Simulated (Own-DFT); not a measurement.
Simulation results for Hf$_{36}$O$_{71}$ (tetragonal hafnia with one neutral oxygen vacancy, atoms displaced)

All values are calculated (Own-DFT development build). A calculation, not a measurement: plane-wave PBE and HSE06 DFT by an unreviewed code, no spin, of a simulated cell at Gamma alone, so results move with cell size and shape, stress positive in tension, energies less offsets, not probed for a lower state with spin; hafnium file: forces about 75 meV/angstrom off all-electron values; oxygen file: force components 24 meV/angstrom off all-electron in a glass; k mesh not checked against a denser one; forces and stress are PBE's, HSE06 gives the energy alone, and its difference from PBE has offsets of its own; offsets are fitted by least squares, one for each functional and potential file, so energies compare only between cells with the same atoms and settings and are not formation energies; the far tail of each file's local potential was reset to the Coulomb form; each entry is a single point on an unrelaxed cell, so the pressure reflects the starting lattice, taken from the Materials Project, from which strain is counted, and rises with the displacements; printed positions are rounded, which can move forces by about a meV/angstrom; the program is a retired in-house code; no spin-orbit coupling.

Settings shared by all entries: first functional PBE; second functional HSE06; exact exchange share 0.25; screening 0.11 1/bohr; exchange divergence Gygi-Baldereschi; potential files PseudoDojo norm-conserving, scalar-relativistic, made for PBE, standard set; wave cutoff 48 hartree; occupations fixed; k mesh 1 x 1 x 1 centred on Gamma.

(1) 
```cif
# cell vector a (Å): 10.7800 0.0000 0.0000
# cell vector b (Å): 0.0000 10.7800 0.0000
# cell vector c (Å): 0.0000 0.0000 10.4493
data_Hf36O71
_symmetry_space_group_name_H-M 'P 1'
_symmetry_Int_Tables_number 1
_cell_length_a 10.7800
_cell_length_b 10.7800
_cell_length_c 10.4493
_cell_angle_alpha 90.000
_cell_angle_beta 90.000
_cell_angle_gamma 90.000
_cell_volume 1214.30
loop_
_atom_site_label
_atom_site_type_symbol
_atom_site_fract_x
_atom_site_fract_y
_atom_site_fract_z
_atom_site_occupancy
Hf1 Hf 0.00001 0.99395 0.99841 1
Hf2 Hf 0.16838 0.17988 0.24433 1
O1 O 0.00528 0.16956 0.14793 1
O2 O 0.16757 0.00211 0.33941 1
O3 O 0.00613 0.16714 0.39391 1
O4 O 0.17903 0.99907 0.09926 1
Hf3 Hf 0.02046 0.00190 0.49966 1
Hf4 Hf 0.16680 0.16273 0.75297 1
O5 O 0.99996 0.15937 0.64183 1
O6 O 0.16916 0.99506 0.84599 1
O7 O 0.99475 0.16169 0.90164 1
O8 O 0.16186 0.00532 0.58882 1
Hf5 Hf 0.99699 0.32518 0.99174 1
Hf6 Hf 0.17682 0.49860 0.24648 1
O9 O 0.00387 0.50372 0.14206 1
O10 O 0.16606 0.33025 0.35643 1
O11 O 0.01192 0.49639 0.39494 1
O12 O 0.16685 0.34366 0.09788 1
Hf7 Hf 0.99647 0.33277 0.50233 1
Hf8 Hf 0.17068 0.49489 0.74198 1
O13 O 0.00744 0.49449 0.65409 1
O14 O 0.15365 0.32849 0.85099 1
O15 O 0.99983 0.50539 0.91331 1
O16 O 0.16778 0.33444 0.59826 1
Hf9 Hf 0.00442 0.66898 0.99419 1
Hf10 Hf 0.16095 0.83382 0.24869 1
O17 O 0.00313 0.82868 0.15278 1
O18 O 0.16157 0.65711 0.35388 1
O19 O 0.99717 0.83072 0.40315 1
O20 O 0.17506 0.67112 0.09896 1
Hf11 Hf 0.99673 0.66635 0.49357 1
Hf12 Hf 0.16429 0.82540 0.74942 1
O21 O 0.99167 0.84052 0.65400 1
O22 O 0.15494 0.65623 0.85388 1
O23 O 0.00142 0.82908 0.89816 1
O24 O 0.16191 0.66215 0.61061 1
Hf13 Hf 0.32361 0.00758 0.01284 1
Hf14 Hf 0.50810 0.16019 0.26649 1
O25 O 0.32629 0.15809 0.15528 1
O26 O 0.50173 0.99546 0.35162 1
O27 O 0.33652 0.15747 0.41547 1
O28 O 0.48955 0.00417 0.09396 1
Hf15 Hf 0.32391 0.99340 0.48627 1
Hf16 Hf 0.50898 0.16249 0.75773 1
O29 O 0.32500 0.16779 0.65234 1
O30 O 0.50134 0.00450 0.83907 1
O31 O 0.33466 0.17288 0.91255 1
O32 O 0.50642 0.01376 0.59417 1
Hf17 Hf 0.32922 0.32734 0.98765 1
Hf18 Hf 0.52238 0.48760 0.24986 1
O33 O 0.31948 0.50225 0.15097 1
O34 O 0.51429 0.32413 0.34438 1
O35 O 0.33282 0.48734 0.40938 1
O36 O 0.51254 0.33323 0.09890 1
Hf19 Hf 0.32740 0.33417 0.49883 1
Hf20 Hf 0.50422 0.49667 0.74401 1
O37 O 0.32790 0.49756 0.66111 1
O38 O 0.50097 0.33144 0.83613 1
O39 O 0.33822 0.49067 0.89458 1
O40 O 0.49478 0.33650 0.59750 1
Hf21 Hf 0.32731 0.65355 0.00274 1
Hf22 Hf 0.49501 0.83845 0.25248 1
O41 O 0.33280 0.82683 0.14857 1
O42 O 0.50516 0.65938 0.33407 1
O43 O 0.33637 0.83548 0.40471 1
O44 O 0.49875 0.66372 0.10864 1
Hf23 Hf 0.33741 0.66353 0.51668 1
Hf24 Hf 0.50304 0.83507 0.75267 1
O45 O 0.34066 0.83227 0.65368 1
O46 O 0.49657 0.65444 0.85410 1
O47 O 0.32946 0.83258 0.90047 1
O48 O 0.50250 0.65039 0.60596 1
Hf25 Hf 0.65922 0.00049 0.97993 1
Hf26 Hf 0.84709 0.16273 0.23792 1
O49 O 0.66576 0.16195 0.15350 1
O50 O 0.83545 0.98916 0.33674 1
O51 O 0.68592 0.16480 0.40409 1
O52 O 0.83636 0.01044 0.08913 1
Hf27 Hf 0.66308 0.99661 0.50979 1
Hf28 Hf 0.83018 0.19007 0.75487 1
O53 O 0.65700 0.18808 0.65270 1
O54 O 0.82589 0.00686 0.85185 1
O55 O 0.66890 0.16926 0.90641 1
Hf29 Hf 0.67386 0.33695 0.99934 1
Hf30 Hf 0.84416 0.50259 0.25513 1
O56 O 0.67683 0.49556 0.14998 1
O57 O 0.84395 0.33874 0.35147 1
O58 O 0.66290 0.50232 0.40979 1
O59 O 0.83714 0.33983 0.10173 1
Hf31 Hf 0.67389 0.34113 0.50450 1
Hf32 Hf 0.84667 0.50124 0.73961 1
O60 O 0.66519 0.50164 0.64218 1
O61 O 0.84113 0.33183 0.86256 1
O62 O 0.66289 0.50097 0.90675 1
O63 O 0.85305 0.33496 0.59234 1
Hf33 Hf 0.65887 0.67089 0.99618 1
Hf34 Hf 0.83729 0.83309 0.23670 1
O64 O 0.66439 0.83218 0.14309 1
O65 O 0.82524 0.67271 0.33725 1
O66 O 0.66092 0.83618 0.38887 1
O67 O 0.84217 0.66460 0.09192 1
Hf35 Hf 0.67187 0.65665 0.50749 1
Hf36 Hf 0.83658 0.85046 0.75633 1
O68 O 0.66726 0.83503 0.67018 1
O69 O 0.83175 0.65055 0.84618 1
O70 O 0.67537 0.83442 0.90566 1
O71 O 0.84571 0.66025 0.60838 1
_calc_PBE_energy_of_cell_above_offsets '-88.702'  # eV
_calc_HSE06_less_PBE_above_offsets '0.434'  # eV
_calc_PBE_pressure 5.54  # GPa
_calc_PBE_stress_xx -5.72  # GPa
_calc_PBE_stress_yy -5.69  # GPa
_calc_PBE_stress_zz -5.2  # GPa
_calc_PBE_stress_yz -1.16  # GPa
_calc_PBE_stress_xz 3.16  # GPa
_calc_PBE_stress_xy 0.06  # GPa
```

Force:
```tsv
element	x (eV/Å)	y (eV/Å)	z (eV/Å)
Hf	0.377	0.589	0.07
Hf	-0.627	-0.114	1.235
O	1.136	-0.212	-1.365
O	0.057	-0.37	0.851
O	-0.471	-0.395	0.363
O	-6.306	-0.713	1.61
Hf	-6.981	0.386	-3.123
Hf	0.152	0.321	-1.277
O	-0.51	0.279	1.504
O	-0.51	0.606	-0.246
O	0.089	-1.019	-0.669
O	4.655	-1.077	2.868
Hf	1.192	2.967	2.245
Hf	-3.82	-0.211	1.438
O	0.087	0.076	2.099
O	1.012	0.116	-1.148
O	-1.872	0.966	1.415
O	0.022	-1.767	-0.267
Hf	5.358	-0.756	-4.132
Hf	-1.278	-0.175	2.709
O	-0.523	-0.124	-0.988
O	0.647	-0.156	-0.42
O	-0.369	-2.666	-2.033
O	-0.681	0.151	0.684
Hf	-0.418	-2.313	1.838
Hf	2.012	-1.832	0.124
O	0.475	1.1	-1.345
O	0.794	2.224	-0.06
O	1.052	0.005	-0.013
O	-2.309	0.379	0.514
Hf	1.606	-0.301	-0.65
Hf	0.67	-0.686	1.44
O	1.881	0.395	-0.435
O	1.382	1.245	-1.112
O	-0.395	1.974	-0.389
O	0.603	1.027	-0.994
Hf	3.81	-2.002	-2.974
Hf	0.607	-0.386	-2.842
O	1.822	1.213	0.473
O	-0.469	0.926	0.486
O	0.292	2.073	-2.038
O	1.838	-0.371	0.234
Hf	1.771	1.664	2.555
Hf	-2.764	2.663	-2.891
O	0.716	-0.393	1.766
O	0.802	-2.312	1.744
O	-0.284	-3.093	-2.333
O	-1.709	-0.726	0.864
Hf	0.898	3.612	3.329
Hf	-1.96	1.683	-1.224
O	4.962	-0.18	-1.447
O	-0.004	0.985	1.424
O	0.42	3.05	-0.629
O	-2.075	0.42	-0.635
Hf	0.467	-2.494	1.55
Hf	-0.665	-0.709	1.566
O	2.065	0.857	-2.063
O	0.18	-0.248	1.32
O	-0.811	0.213	0.365
O	0.669	0.805	-1.116
Hf	2.306	1.298	-0.142
Hf	1.411	-2.499	-1.519
O	-0.511	0.758	1.155
O	-0.498	0.32	2.239
O	-0.185	-2.873	-0.642
O	0.065	-0.611	-2.096
Hf	-0.909	-0.542	-2.148
Hf	-1.804	-1.222	1.365
O	-0.883	-0.386	-0.812
O	0.639	2.364	-0.656
O	0.164	-0.419	0.059
O	0.025	1.28	-0.923
Hf	-0.01	0.15	4.588
Hf	-3.173	-0.493	2.405
O	0.642	-0.111	0.364
O	0.574	1.574	-0.115
O	-0.909	-0.098	1.021
O	0.247	-0.645	-0.149
Hf	2.355	-0.281	-2.68
Hf	0.537	-4.571	-1.928
O	3.223	0.124	0.373
O	0.484	0.843	-0.795
O	-0.058	0.676	-1.805
Hf	-0.924	0.895	1.829
Hf	1.508	-0.322	-2.646
O	0.329	0.335	0.82
O	-0.736	-0.34	0.012
O	0.397	-0.562	-1.412
O	0.072	-1.228	-0.126
Hf	-1.624	-2.871	-0.768
Hf	-0.946	1.834	2.574
O	2.353	-0.846	0.776
O	-0.539	2	-1.262
O	-0.193	-1.028	-0.94
O	-6.233	0.007	4.044
Hf	0.648	-1.095	1.784
Hf	-2.826	0.191	0.66
O	0.128	0.437	0.121
O	0.508	-1.189	2.074
O	-0.006	-0.502	2.952
O	-1.599	0.8	-0.051
Hf	-0.199	2.658	-1.335
Hf	-0.406	-1.692	-0.488
O	0.122	-0.299	-2.085
O	-0.044	1.957	-0.425
O	-0.62	-0.502	-1.396
O	-1.66	-0.441	-1.693
```

(2) 
```cif
# cell vector a (Å): 10.7800 0.0000 0.0000
# cell vector b (Å): 0.0000 10.7800 0.0000
# cell vector c (Å): 0.0000 0.0000 10.4493
data_Hf36O71
_symmetry_space_group_name_H-M 'P 1'
_symmetry_Int_Tables_number 1
_cell_length_a 10.7800
_cell_length_b 10.7800
_cell_length_c 10.4493
_cell_angle_alpha 90.000
_cell_angle_beta 90.000
_cell_angle_gamma 90.000
_cell_volume 1214.30
loop_
_atom_site_label
_atom_site_type_symbol
_atom_site_fract_x
_atom_site_fract_y
_atom_site_fract_z
_atom_site_occupancy
Hf1 Hf 0.00280 0.00044 0.00364 1
Hf2 Hf 0.16318 0.16636 0.25134 1
O1 O 0.99914 0.17100 0.15139 1
O2 O 0.16913 0.99850 0.34676 1
O3 O 0.99561 0.16330 0.40272 1
O4 O 0.16606 0.00032 0.09781 1
Hf3 Hf 0.99943 0.99881 0.50511 1
Hf4 Hf 0.16525 0.16548 0.74827 1
O5 O 0.99930 0.16613 0.65015 1
O6 O 0.16957 0.00222 0.84683 1
O7 O 0.00246 0.17374 0.89864 1
O8 O 0.16960 0.99398 0.59690 1
Hf5 Hf 0.00221 0.33168 0.99939 1
Hf6 Hf 0.16624 0.49952 0.25300 1
O9 O 0.99491 0.49906 0.14849 1
O10 O 0.16146 0.33782 0.34843 1
O11 O 0.00057 0.50122 0.39521 1
O12 O 0.16818 0.32995 0.09806 1
Hf7 Hf 0.00704 0.33534 0.50421 1
Hf8 Hf 0.16738 0.49961 0.75346 1
O13 O 0.99442 0.49943 0.65481 1
O14 O 0.16762 0.33277 0.85034 1
O15 O 0.00061 0.50168 0.90318 1
O16 O 0.16659 0.33352 0.59962 1
Hf9 Hf 0.00590 0.66703 0.99885 1
Hf10 Hf 0.16587 0.83300 0.25193 1
O17 O 0.00083 0.83277 0.15324 1
O18 O 0.15867 0.67354 0.34740 1
O19 O 0.00096 0.83805 0.39937 1
O20 O 0.16555 0.66602 0.10316 1
Hf11 Hf 0.99988 0.66694 0.49382 1
Hf12 Hf 0.16578 0.83541 0.75684 1
O21 O 0.00127 0.83626 0.65339 1
O22 O 0.16815 0.66734 0.84773 1
O23 O 0.00267 0.83215 0.90297 1
Hf13 Hf 0.33565 0.00153 0.99741 1
Hf14 Hf 0.49989 0.16622 0.25200 1
O24 O 0.33238 0.17448 0.15244 1
O25 O 0.49690 0.99670 0.34937 1
O26 O 0.33363 0.16972 0.40042 1
O27 O 0.49982 0.00003 0.09923 1
Hf15 Hf 0.33340 0.00058 0.50082 1
Hf16 Hf 0.49831 0.16550 0.74709 1
O28 O 0.34027 0.17274 0.65128 1
O29 O 0.50195 0.00078 0.84456 1
O30 O 0.33510 0.16430 0.89761 1
O31 O 0.50232 0.00016 0.59577 1
Hf17 Hf 0.33071 0.33565 0.00391 1
Hf18 Hf 0.50222 0.50160 0.25222 1
O32 O 0.33224 0.49639 0.16061 1
O33 O 0.49810 0.32917 0.34527 1
O34 O 0.33047 0.49837 0.40432 1
O35 O 0.49940 0.33364 0.10267 1
Hf19 Hf 0.32811 0.33545 0.50043 1
Hf20 Hf 0.49982 0.49916 0.74814 1
O36 O 0.33118 0.49619 0.65776 1
O37 O 0.49259 0.32788 0.84441 1
O38 O 0.33849 0.49592 0.90382 1
O39 O 0.50264 0.33334 0.59916 1
Hf21 Hf 0.33594 0.66520 0.00189 1
Hf22 Hf 0.49708 0.83404 0.24760 1
O40 O 0.33056 0.83340 0.14935 1
O41 O 0.49908 0.67298 0.34920 1
O42 O 0.33021 0.83056 0.40060 1
O43 O 0.50224 0.66574 0.09733 1
Hf23 Hf 0.33448 0.66869 0.49985 1
Hf24 Hf 0.50147 0.83282 0.75521 1
O44 O 0.32924 0.83571 0.64889 1
O45 O 0.49893 0.66210 0.85047 1
O46 O 0.33994 0.82997 0.90137 1
O47 O 0.49441 0.66803 0.59518 1
Hf25 Hf 0.66902 0.99519 0.00220 1
Hf26 Hf 0.83567 0.17276 0.24602 1
O48 O 0.66465 0.16712 0.15134 1
O49 O 0.82493 0.00011 0.35177 1
O50 O 0.66649 0.16777 0.40410 1
O51 O 0.83679 0.00074 0.08942 1
Hf27 Hf 0.66771 0.99679 0.49928 1
Hf28 Hf 0.83581 0.16597 0.74541 1
O52 O 0.66550 0.16265 0.65092 1
O53 O 0.83471 0.99619 0.85048 1
O54 O 0.67023 0.16307 0.89806 1
O55 O 0.83376 0.00338 0.60565 1
Hf29 Hf 0.66708 0.33120 0.99933 1
Hf30 Hf 0.83894 0.49648 0.25168 1
O56 O 0.66470 0.50034 0.14922 1
O57 O 0.83494 0.33658 0.34676 1
O58 O 0.66687 0.50453 0.39872 1
O59 O 0.83876 0.33259 0.09926 1
Hf31 Hf 0.66712 0.33192 0.49326 1
Hf32 Hf 0.83127 0.50022 0.75146 1
O60 O 0.67079 0.50151 0.65329 1
O61 O 0.83127 0.33071 0.84907 1
O62 O 0.66841 0.50140 0.90887 1
O63 O 0.83129 0.33368 0.59419 1
Hf33 Hf 0.66789 0.66673 0.99024 1
Hf34 Hf 0.83328 0.83545 0.24891 1
O64 O 0.66821 0.83043 0.15420 1
O65 O 0.83992 0.66565 0.34914 1
O66 O 0.66496 0.83564 0.39813 1
O67 O 0.83086 0.66544 0.09718 1
Hf35 Hf 0.66349 0.67348 0.49692 1
Hf36 Hf 0.83518 0.83615 0.75145 1
O68 O 0.66556 0.83327 0.65265 1
O69 O 0.83255 0.66832 0.84739 1
O70 O 0.66560 0.83660 0.90205 1
O71 O 0.83293 0.66500 0.59995 1
_calc_PBE_energy_of_cell_above_offsets '-100.526'  # eV
_calc_HSE06_less_PBE_above_offsets '-0.141'  # eV
_calc_PBE_pressure 0.71  # GPa
_calc_PBE_stress_xx -0.27  # GPa
_calc_PBE_stress_yy -0.79  # GPa
_calc_PBE_stress_zz -1.07  # GPa
_calc_PBE_stress_yz -0.07  # GPa
_calc_PBE_stress_xz 0.05  # GPa
_calc_PBE_stress_xy -0.01  # GPa
```

Force:
```tsv
element	x (eV/Å)	y (eV/Å)	z (eV/Å)
Hf	-0.145	0.033	-1.083
Hf	1.021	-0.117	-0.016
O	0.4	-0.486	-0.143
O	0.007	0.828	0.083
O	0.443	0.575	0.016
O	0.415	0.387	-0.07
Hf	-0.057	-0.177	-0.512
Hf	0.913	0.562	0.517
O	0.947	0.09	-0.188
O	-0.222	-0.062	0.326
O	0.07	-1.762	0.038
O	-0.635	1.052	0.295
Hf	-0.173	0.997	-0.109
Hf	-0.717	0.998	-0.546
O	1.673	-0.009	0.252
O	-0.008	-1.231	0.473
O	0.183	-0.376	0.985
O	-0.827	0.425	0.396
Hf	-1.871	0.094	-0.774
Hf	-0.714	0.182	-0.186
O	1.479	-0.113	-0.526
O	0.089	-0.157	-0.417
O	0.229	-0.27	-0.115
O	-0.054	-0.228	0.414
Hf	-1.475	-0.45	0.86
Hf	0.149	0.463	-0.338
O	-0.246	0.337	-0.333
O	0.276	-1.618	0.597
O	-0.337	-0.074	0.651
O	0.633	-0.266	-0.635
Hf	-0.315	0.183	0.672
Hf	0.27	-0.313	-1.322
O	0.191	-0.32	-0.047
O	0.138	-0.295	-0.076
O	0.272	0.535	0.019
Hf	0.082	0.148	0.218
Hf	-0.331	-0.037	-0.388
O	-0.211	-0.802	0.164
O	-0.016	0.441	-0.174
O	-0.542	-0.24	0.414
O	-0.108	-0.13	-0.306
Hf	0.611	-0.39	-0.486
Hf	1.247	0.302	0.239
O	-2.234	-0.481	-0.575
O	-0.34	-0.639	0.497
O	-0.356	0.109	0.735
O	-0.738	-0.308	-0.013
Hf	1.249	-1.244	-0.314
Hf	0.899	-0.386	-0.483
O	0.021	0.316	-0.668
O	0.289	1.178	0.523
O	-0.048	0.821	0.103
O	0.181	0.077	-0.931
Hf	1.891	-0.599	0.207
Hf	0.343	-1.172	0.015
O	0.152	0.36	-0.44
O	0.837	1.17	0.476
O	-0.5	1.106	0.345
O	-0.259	0.573	-0.864
Hf	0.144	-0.024	0.268
Hf	0.178	0.151	-0.177
O	0.26	-0.137	0.049
O	-0.078	-0.921	-0.114
O	0.07	0.46	0.096
O	-0.618	0.12	-0.016
Hf	-1.181	0.216	0.149
Hf	-0.662	0.192	-0.824
O	0.509	-0.559	0.714
O	0.271	0.632	-0.454
O	-0.299	0.471	0.112
O	0.96	-0.232	0.57
Hf	-0.401	1.468	-0.45
Hf	-0.921	-0.463	0.844
O	0.75	-0.009	0.146
O	0.429	0.276	-0.819
O	-0.108	-0.446	-0.522
O	-0.176	0.009	1.414
Hf	0.107	1.078	0.304
Hf	-1.746	-0.032	0.805
O	0.556	0.242	0.007
O	0.398	0.699	-0.253
O	-0.095	0.117	0.887
O	0.099	-0.493	-0.698
Hf	-0.123	-0.297	0.318
Hf	-1.377	1.492	-0.988
O	0.422	-0.433	0.714
O	-0.183	-1.004	0.181
O	-0.468	-0.269	0.401
O	-1.127	-0.367	-0.093
Hf	-0.37	0.54	1.033
Hf	-0.069	0.018	-0.012
O	-1.211	0.13	0.15
O	0.047	0.515	-0.272
O	-0.162	-1.103	-1.242
O	0.693	-0.345	0.026
Hf	0.596	-0.146	2.131
Hf	0.097	-0.818	0.272
O	-0.335	0.71	-0.398
O	-0.253	0.737	-0.207
O	0.204	-0.566	0.344
O	0.656	0.367	-0.521
Hf	0.768	-0.925	0.543
Hf	-0.171	-0.59	-0.422
O	0.202	-0.127	-0.13
O	-0.179	0.163	0.034
O	-0.314	-0.624	-0.512
O	0.077	0.531	-0.845
```

(3) 
```cif
# cell vector a (Å): 10.7800 0.0000 0.0000
# cell vector b (Å): 0.0000 10.7800 0.0000
# cell vector c (Å): 0.0000 0.0000 10.4493
data_Hf36O71
_symmetry_space_group_name_H-M 'P 1'
_symmetry_Int_Tables_number 1
_cell_length_a 10.7800
_cell_length_b 10.7800
_cell_length_c 10.4493
_cell_angle_alpha 90.000
_cell_angle_beta 90.000
_cell_angle_gamma 90.000
_cell_volume 1214.30
loop_
_atom_site_label
_atom_site_type_symbol
_atom_site_fract_x
_atom_site_fract_y
_atom_site_fract_z
_atom_site_occupancy
Hf1 Hf 0.99888 0.00403 0.99626 1
Hf2 Hf 0.16816 0.16518 0.24980 1
O1 O 0.99826 0.16750 0.15496 1
O2 O 0.17260 0.99897 0.34937 1
O3 O 0.00294 0.16631 0.40291 1
O4 O 0.17176 0.99903 0.10015 1
Hf3 Hf 0.00134 0.99732 0.49903 1
Hf4 Hf 0.17135 0.16816 0.74710 1
O5 O 0.99893 0.16494 0.65386 1
O6 O 0.16767 0.00366 0.84468 1
O7 O 0.99832 0.16938 0.90395 1
O8 O 0.16716 0.99827 0.59863 1
Hf5 Hf 0.99663 0.33297 0.99902 1
Hf6 Hf 0.16604 0.49855 0.25069 1
O9 O 0.99653 0.50501 0.15066 1
O10 O 0.16741 0.33126 0.34637 1
O11 O 0.99453 0.49585 0.39992 1
O12 O 0.16442 0.33119 0.09729 1
Hf7 Hf 0.99575 0.33425 0.49668 1
Hf8 Hf 0.17037 0.50147 0.75016 1
O13 O 0.99915 0.49738 0.64642 1
O14 O 0.16843 0.33303 0.84994 1
O15 O 0.99749 0.49897 0.89818 1
O16 O 0.16938 0.33482 0.59893 1
Hf9 Hf 0.99670 0.66477 0.00202 1
Hf10 Hf 0.16535 0.83221 0.25183 1
O17 O 0.99790 0.83311 0.15491 1
O18 O 0.16527 0.66906 0.34827 1
O19 O 0.16355 0.66642 0.10597 1
Hf11 Hf 0.99591 0.66996 0.49678 1
Hf12 Hf 0.16209 0.83495 0.75218 1
O20 O 0.00325 0.83552 0.65124 1
O21 O 0.16218 0.66861 0.85048 1
O22 O 0.00369 0.83261 0.90343 1
O23 O 0.16405 0.67008 0.59678 1
Hf13 Hf 0.33614 0.00363 0.99971 1
Hf14 Hf 0.49745 0.16237 0.24848 1
O24 O 0.33578 0.16858 0.15225 1
O25 O 0.49711 0.00129 0.35088 1
O26 O 0.33663 0.16798 0.39833 1
O27 O 0.50122 0.00820 0.09881 1
Hf15 Hf 0.33241 0.00278 0.49875 1
Hf16 Hf 0.49970 0.16340 0.75023 1
O28 O 0.33145 0.17068 0.65551 1
O29 O 0.50263 0.99060 0.84613 1
O30 O 0.33239 0.16550 0.90036 1
O31 O 0.49897 0.00187 0.59252 1
Hf17 Hf 0.33220 0.33168 0.99723 1
Hf18 Hf 0.50221 0.50013 0.24861 1
O32 O 0.33468 0.50389 0.15147 1
O33 O 0.50094 0.33340 0.35032 1
O34 O 0.33683 0.50232 0.40641 1
O35 O 0.50263 0.33096 0.10157 1
Hf19 Hf 0.32753 0.33647 0.49513 1
Hf20 Hf 0.49765 0.49609 0.75023 1
O36 O 0.33314 0.49995 0.65305 1
O37 O 0.50263 0.33686 0.84887 1
O38 O 0.32681 0.49839 0.90536 1
O39 O 0.50531 0.33545 0.59559 1
Hf21 Hf 0.33674 0.66836 0.99764 1
Hf22 Hf 0.50135 0.83706 0.24465 1
O40 O 0.33380 0.83255 0.14979 1
O41 O 0.50417 0.67155 0.34592 1
O42 O 0.33681 0.82542 0.40316 1
O43 O 0.49665 0.66328 0.09834 1
Hf23 Hf 0.33253 0.66613 0.50357 1
Hf24 Hf 0.49812 0.83733 0.75465 1
O44 O 0.33222 0.83380 0.64991 1
O45 O 0.50097 0.66654 0.84565 1
O46 O 0.33382 0.83064 0.90596 1
O47 O 0.50063 0.66539 0.59661 1
Hf25 Hf 0.66500 0.00490 0.99962 1
Hf26 Hf 0.83274 0.16485 0.25465 1
O48 O 0.66456 0.17089 0.15613 1
O49 O 0.83242 0.00083 0.34941 1
O50 O 0.66209 0.16696 0.39988 1
O51 O 0.83639 0.99827 0.10162 1
Hf27 Hf 0.66703 0.99333 0.49459 1
Hf28 Hf 0.83486 0.16330 0.74961 1
O52 O 0.66975 0.16192 0.65436 1
O53 O 0.83614 0.99902 0.84775 1
O54 O 0.66583 0.16534 0.90388 1
O55 O 0.82954 0.99803 0.59958 1
Hf29 Hf 0.66393 0.33324 0.99674 1
Hf30 Hf 0.82818 0.50455 0.24736 1
O56 O 0.65983 0.49868 0.15034 1
O57 O 0.82807 0.33506 0.34207 1
O58 O 0.66766 0.50187 0.40065 1
O59 O 0.83792 0.33417 0.09938 1
Hf31 Hf 0.66476 0.33184 0.49987 1
Hf32 Hf 0.82980 0.49555 0.75364 1
O60 O 0.66927 0.49851 0.65459 1
O61 O 0.83013 0.33234 0.84615 1
O62 O 0.66635 0.50228 0.90260 1
O63 O 0.83295 0.33760 0.60313 1
Hf33 Hf 0.66580 0.67015 0.00185 1
Hf34 Hf 0.83442 0.83099 0.25168 1
O64 O 0.67164 0.83811 0.15175 1
O65 O 0.83520 0.66788 0.35035 1
O66 O 0.66654 0.83548 0.39852 1
O67 O 0.83304 0.66915 0.09964 1
Hf35 Hf 0.66167 0.66443 0.49875 1
Hf36 Hf 0.83608 0.83769 0.74671 1
O68 O 0.66589 0.83163 0.64575 1
O69 O 0.83102 0.66937 0.84497 1
O70 O 0.66842 0.83636 0.90836 1
O71 O 0.84195 0.66064 0.59720 1
_calc_PBE_energy_of_cell_above_offsets '-100.561'  # eV
_calc_HSE06_less_PBE_above_offsets '-0.106'  # eV
_calc_PBE_pressure 0.63  # GPa
_calc_PBE_stress_xx 0.52  # GPa
_calc_PBE_stress_yy -1.32  # GPa
_calc_PBE_stress_zz -1.08  # GPa
_calc_PBE_stress_yz 0.38  # GPa
_calc_PBE_stress_xz 0.61  # GPa
_calc_PBE_stress_xy -0.02  # GPa
```

Force:
```tsv
element	x (eV/Å)	y (eV/Å)	z (eV/Å)
Hf	0.241	-0.481	1.073
Hf	-0.475	-0.046	-0.442
O	0.569	-0.349	-0.028
O	-0.541	-0.053	0.174
O	-0.188	-0.332	0.064
O	-0.629	0.376	-0.645
Hf	-0.287	0.014	0.222
Hf	-1.548	0.443	0.302
O	0.358	-0.024	-0.037
O	0.004	-0.257	0.467
O	-0.114	-0.413	-0.247
O	-0.079	0.416	-0.377
Hf	0.37	0.572	0.269
Hf	-0.277	0.997	-0.81
O	0.39	-0.14	0.231
O	0.37	0.368	0.339
O	0.425	0.67	-0.305
O	0.403	0.175	0.025
Hf	0.006	0.621	1.211
Hf	-1.812	0.014	-0.109
O	0.753	-0.244	0.906
O	0.217	-0.152	-0.404
O	-0.042	0.08	0.48
O	-0.687	-0.24	-0.429
Hf	1.088	-0.278	-0.221
Hf	0.471	-0.417	-0.648
O	0.444	0.07	0.55
O	-0.537	-0.697	0.247
O	0.42	0.051	-1.098
Hf	0.741	-0.718	0.11
Hf	0.939	-0.496	-0.186
O	-0.846	0.296	-0.521
O	0.396	-0.353	-0.298
O	-0.195	0.641	-0.056
O	0.172	-0.29	0.212
Hf	-1.161	-1.076	0.6
Hf	0.856	1.461	0.953
O	-0.857	-0.103	-0.61
O	-0.041	-0.796	-0.698
O	-0.471	0.048	0.551
O	-0.159	-0.451	-0.242
Hf	0.085	-1.33	-0.368
Hf	0.742	0.389	-0.867
O	1.297	-0.289	-0.689
O	-0.228	2.947	1.014
O	0.745	0.054	-0.151
O	-0.033	0.289	0.892
Hf	-0.255	0.528	1.153
Hf	-0.967	-0.171	0.759
O	-0.409	-0.612	0.492
O	-0.123	0.229	-0.521
O	-0.454	-0.183	-0.586
O	-0.808	0.156	-0.986
Hf	1.191	-0.331	0.194
Hf	1.03	1.089	-0.697
O	0.202	-0.046	0.082
O	-0.255	-1.346	0.109
O	0.47	0.278	-0.553
O	-1.487	-0.254	0.724
Hf	-1.359	-0.602	1.105
Hf	-0.417	-0.706	1.054
O	0.474	0.268	0.246
O	0.387	-0.563	-0.258
O	-0.158	1.54	-0.157
O	1.048	0.619	-0.275
Hf	-0.182	0.794	0.019
Hf	0.006	-2.555	-2.227
O	0.279	0.105	0.972
O	-0.255	-0.033	0.321
O	0.137	1.24	-0.621
O	-0.214	-0.343	0.061
Hf	1.39	-0.899	1.129
Hf	-0.279	0.583	-0.854
O	0.85	-0.443	-0.575
O	0.447	-0.57	0.409
O	0.477	-0.518	0.645
O	-0.536	0.542	-0.873
Hf	-0.166	1.082	0.65
Hf	0.163	0.744	-0.417
O	-0.865	0.339	0.28
O	0.074	0.184	0.396
O	-0.427	0.158	-0.455
O	1.013	-0.157	-0.34
Hf	0.655	0.446	1.101
Hf	0.608	-0.919	0.176
O	1.438	0.287	-0.283
O	0.249	-0.264	0.737
O	-0.033	-0.25	0.06
O	-1.35	0.185	-0.615
Hf	0.579	0.084	-0.496
Hf	1.294	1.005	-0.963
O	-1.101	0.342	-0.234
O	-0.183	-0.756	0.677
O	0.095	-0.139	0.309
O	-0.152	-0.676	-1.027
Hf	0.093	-0.255	-0.557
Hf	0.123	0.762	-0.137
O	-1.289	-0.312	-0.07
O	0.295	0.183	-0.226
O	0.077	-0.881	-0.203
O	-0.798	-0.287	0.096
Hf	0.631	0.533	0.456
Hf	-0.663	-1.179	-0.133
O	0.057	0.081	0.918
O	-0.009	0.166	0.31
O	-0.232	0.006	-0.562
O	-1.702	0.732	-0.14
```
